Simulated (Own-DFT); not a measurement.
# What random displacements cost in grey tin, 64 atoms (Sn64)

These are calculations, not measurements. The program, named Own-DFT, is a retired in-house plane-wave density functional code that no person has reviewed. Each row is one single-point run on a periodic cell that was not relaxed, without spin or spin-orbit coupling.

Settings of every run: PBE; PseudoDojo norm-conserving scalar-relativistic files; cutoff 42 hartree; 3 x 3 x 3 k mesh centred on Gamma; cold (Marzari-Vanderbilt) smearing of 0.2 eV.

Known limits: forces on such cells moved up to 12 meV/angstrom on a denser k mesh; stress not checked against mesh or cutoff.

Cell vectors in Å: (12.978, 0.000, 0.000); (0.000, 12.978, 0.000); (0.000, 0.000, 12.978). In each run every atom was moved at random and independently from its ideal site; u is the rms move along one axis. E is the free energy for each atom above the fitted value at u = 0, and F the rms of the force components.

| run | u (Å) | E (meV/atom) | F (eV/Å) | largest force (eV/Å) | P (GPa) |
|---|---|---|---|---|---|
| 1 | 0.0200 | 4.4 | 0.197 | 0.65 | 3.37 |
| 2 | 0.0203 | 5.7 | 0.228 | 0.67 | 3.39 |
| 3 | 0.0474 | ? | ? | ? | ? |
| 4 | 0.0485 | 29.8 | 0.530 | 1.91 | 3.61 |
| 5 | 0.1000 | 121.6 | 1.131 | 4.97 | 4.48 |
| 6 | 0.1005 | 130.4 | 1.174 | 4.81 | 4.54 |
| 7 | 0.1488 | 311.9 | 2.098 | 8.36 | 6.31 |

## Worked fit

For small independent moves the energy grows as E = (3/2) K u², with K the mean stiffness felt by one atom. The runs with u up to 0.11 Å give K = 8.4 ± 0.3 eV/Å², with residuals divided by u² + 0.0006 Å², since the noise grows with the moves. The scatter is 1.7 meV/atom at u = 0.05 Å. The forces follow F = G u with G = 11.0 eV/Å²; no force at u = 0 is resolved. G exceeds K because the moves of its neighbours add to the force on an atom, and stiffness differs between atoms. At u = 0.149 Å the parabola gives 278 meV/atom and the run 312. The pressure follows P = 3.33 + 117 u² GPa: at fixed volume, shortened bonds push harder than stretched ones pull.

## Withheld run

Question: what energy and rms force should run 3 give?

The fit gives 28 ± 2 meV/atom and about 0.52 eV/Å. The calculation gave 25.3 meV/atom and 0.482 eV/Å.
